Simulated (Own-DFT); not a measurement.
SiC (4H silicon carbide, strained, atoms displaced) (calculated)

A calculation, not a measurement: plane-wave PBE density functional theory by an unreviewed code, no spin, of a simulated periodic cell, stress positive in tension, free energy of the whole cell less one offset for each atom, forces on such cells passed a denser k mesh, this cell's mesh not checked; offsets are fitted by least squares, one for each functional and potential file, so energies compare only between cells with the same atoms and settings and are not formation energies; the far tail of each file's local potential was reset to the Coulomb form; each entry is a single point on an unrelaxed cell, so the pressure reflects the starting lattice, mostly measured values (interpolated for alloys), from which strain is counted, and rises with the displacements; printed positions are rounded, which can move forces by about a meV/angstrom; the program, named Own-DFT, is a retired in-house code; no spin-orbit coupling. Program: Own-DFT development build.

Entry: SiC (4H silicon carbide, strained, atoms displaced)

```xyz
32
Lattice="6.1835 0.0762 -0.0096 -3.0257 5.2221 -0.0196 -0.0156 -0.0460 10.0886" Properties=species:S:1:pos:R:3 SiC
Si    -2.9761     5.1500     4.0505
Si     0.0224     1.7406     1.6293
C      6.0948     0.1451     0.9626
C      0.0342     1.7759     3.4914
Si    -1.4966     2.6281     4.0759
Si    -1.4690     4.2847     1.5618
C     -1.4569     2.6137     0.9253
C     -1.4881     4.3098     3.4793
Si     0.1213     5.1608     3.9456
Si     3.0764     1.7566     1.5325
C      0.0182     5.2340     0.8855
C      3.0750     1.8608     3.5309
Si     1.5992     2.6318     4.0309
Si     1.6723     4.4665     1.5797
C      1.6766     2.7479     0.9832
C      1.7120     4.4093     3.4439
Si    -0.0264    -0.0110     9.1560
Si     3.1585     3.5412     6.5819
C      0.0423    -0.0123     5.9997
C      3.2003     3.4959     8.5354
Si     4.6670     2.5950     9.1554
Si     4.6205     0.8475     6.6299
C     -1.4606     2.5799     6.0891
C      4.6644     0.8581     8.5401
Si     3.1055     0.0222     9.1891
Si     0.0033     3.4487     6.5911
C      0.0462     5.1592     6.0359
C      0.0110     3.4979     8.6770
Si     1.5592     2.6555     9.0701
Si     1.4899     0.8847     6.6760
C      1.5842     2.7307     5.9864
C      1.5721     0.8938     8.5067
```

Here we set functional PBE, potential files PseudoDojo norm-conserving, scalar-relativistic, standard set, wave cutoff 42 hartree, occupations Fermi-Dirac, smearing width 0.1 eV, hardware one NVIDIA H100 and k mesh 5 x 5 x 3 centred on Gamma.

It finds free energy of cell above offsets -2.527 eV; pressure 7.75 GPa; stress xx -6.67 GPa; stress yy -13.74 GPa; stress zz -2.85 GPa; stress yz -2.29 GPa; stress xz -0.76 GPa; stress xy 5.77 GPa; wall time 128.7 s.

Force:
| element | x (eV/Å) | y (eV/Å) | z (eV/Å) |
| --- | --- | --- | --- |
| Si | -0.209 | 2.405 | 1.754 |
| Si | 1.213 | 1.797 | -0.819 |
| C | 2.907 | -0.963 | -0.614 |
| C | 0.166 | -1.009 | -0.112 |
| Si | -0.459 | -1.959 | 1.981 |
| Si | -1.07 | 1.859 | -0.322 |
| C | -1.337 | -1.605 | 0.74 |
| C | 1.388 | 0.966 | -1.649 |
| Si | -0.72 | 2.265 | 3.14 |
| Si | 1.318 | 1.121 | 1.103 |
| C | 0.667 | 0.319 | 2.377 |
| C | 2.693 | -3.016 | -1.926 |
| Si | -1.502 | 0.911 | 2.258 |
| Si | -1.668 | -0.812 | -0.51 |
| C | -1.939 | -1.614 | -1.223 |
| C | -1.359 | -0.363 | -0.546 |
| Si | 1.63 | -0.827 | 0.398 |
| Si | 0.07 | -0.422 | 1.283 |
| C | -0.979 | -0.094 | -0.669 |
| C | -1.529 | 0.567 | -0.792 |
| Si | 0.703 | 1.022 | -0.084 |
| Si | -0.01 | 0.227 | -0.162 |
| C | -1.782 | -1.108 | -2.279 |
| C | -0.986 | 0.25 | -0.652 |
| Si | -0.586 | -0.023 | -1.333 |
| Si | 1.309 | 0.735 | 2.276 |
| C | -0.305 | 1.957 | -1.729 |
| C | -0.217 | -0.783 | -2.92 |
| Si | 1.161 | 0.084 | 1.94 |
| Si | 2.034 | 0.505 | -1.572 |
| C | 0.184 | -1.985 | -0.462 |
| C | -0.786 | -0.405 | 1.125 |
